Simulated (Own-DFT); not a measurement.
# Device materials side by side: how hard are they to compress?

The numbers are computed, not measured, by runs of the plane-wave DFT program Own-DFT (in-house, retired, unreviewed) at fixed positions, with no spin and no spin-orbit coupling.

Caveats (not all hold for every row): forces on such cells moved up to 12 meV/angstrom on a denser k mesh; forces not confirmed at this smearing and k mesh; k mesh not checked against a denser one; forces on such cells passed a denser k mesh, each cell not checked; stress not checked against mesh or cutoff.

All runs are PBE with PseudoDojo norm-conserving files; cutoff and k mesh are each material's own. Every cell starts from measured lattice constants and was given uniform random strains and small random moves of its atoms. Each triple is the change of volume in per cent, the rms move u in Å and the pressure in GPa.

- 3C SiC (C48Si48), 10.36 Å³/atom unstrained: (-3.79, 0.045, 14.55); (-3.10, 0.052, 13.76); (-1.79, 0.050, 10.07); (0.03, 0.050, 5.05); (1.49, 0.047, 1.64); (3.19, 0.051, -1.19); (3.54, 0.049, -1.93)
- wurtzite AlN (Al64N64), 10.45 Å³/atom unstrained: (-3.25, 0.051, 13.63); (-2.24, 0.048, 11.33); (-1.34, 0.047, 8.16); (-0.76, 0.047, 7.01); (1.11, 0.052, 3.52); (2.12, 0.049, 1.28); (2.83, 0.049, 0.45)
- wurtzite GaN (Ga36N36), 11.42 Å³/atom unstrained: withheld
- diamond silicon (Si64), 20.02 Å³/atom unstrained: (-2.29, 0.048, 5.02); (-1.61, 0.050, 4.53); (-1.07, 0.055, 4.29); (0.39, 0.051, 2.21); (0.70, 0.052, 2.05); (1.40, 0.048, 1.11); (1.55, 0.051, 1.13)
- zincblende InP (In48P48), 25.27 Å³/atom unstrained: (-2.96, 0.051, 6.30); (-1.24, 0.049, 4.57); (-1.22, 0.048, 4.78); (-0.74, 0.053, 4.32); (0.28, 0.048, 3.37); (0.45, 0.047, 3.35); (2.25, 0.052, 2.15)
- grey tin (Sn64), 34.15 Å³/atom unstrained: (-3.63, 0.054, 6.15); (-2.59, 0.047, 5.09); (-0.80, 0.049, 4.15); (0.24, 0.054, 3.65); (0.51, 0.045, 3.43); (1.34, 0.050, 3.13); (1.52, 0.049, 2.88)

## Worked fit

Fit a line to each set against the fractional change of volume; B is minus its slope, and u is nearly the same within a set. To take it to zero pressure, assume that B rises by 4 GPa for each GPa: B0 = B - 4 x (mean pressure). The bond length of an ideal tetrahedral crystal with the unstrained volume v is d = (√3/4)(8 v)^(1/3). Cohen's empirical rule reads B0 = (1971 - 220 L) d^(-3.5) GPa, with L = 0 for group IV crystals and SiC and 1 for III-V compounds.

| material | L | d (Å) | B (GPa) | mean P (GPa) | B0 (GPa) | rule (GPa) |
|---|---|---|---|---|---|---|
| 3C SiC (C48Si48) | 0 | 1.888 | 233 ± 9 | 6.0 | 209 ± 9 | 213 |
| wurtzite AlN (Al64N64) | 1 | 1.893 | 217 ± 11 | 6.5 | 191 ± 11 | 188 |
| wurtzite GaN (Ga36N36) | 1 | 1.950 | ? | ? | ? | 169 |
| diamond silicon (Si64) | 0 | 2.352 | 109 ± 6 | 2.9 | 97 ± 6 | 99 |
| zincblende InP (In48P48) | 1 | 2.541 | 80 ± 4 | 4.1 | 63 ± 4 | 67 |
| grey tin (Sn64) | 0 | 2.810 | 59 ± 3 | 4.1 | 43 ± 3 | 53 |

A line through ln[B0/(1971 - 220 L)] against ln d has a slope of -3.9 ± 0.2 and a scatter of 6 %. Against the rule, B0 stands at 98 % for 3C SiC, 102 % for wurtzite AlN, 98 % for diamond silicon, 95 % for zincblende InP, 81 % for grey tin. PBE tends to make silicon and heavier crystals too soft, and the rule itself is only a guide.

## The run left out

Q: what B0 does the fitted trend give for wurtzite GaN (Ga36N36)?

The straight line predicts 170 GPa. Its own runs give B = 202 ± 8 GPa at a mean pressure of 6.9 GPa, so B0 = 174 GPa.
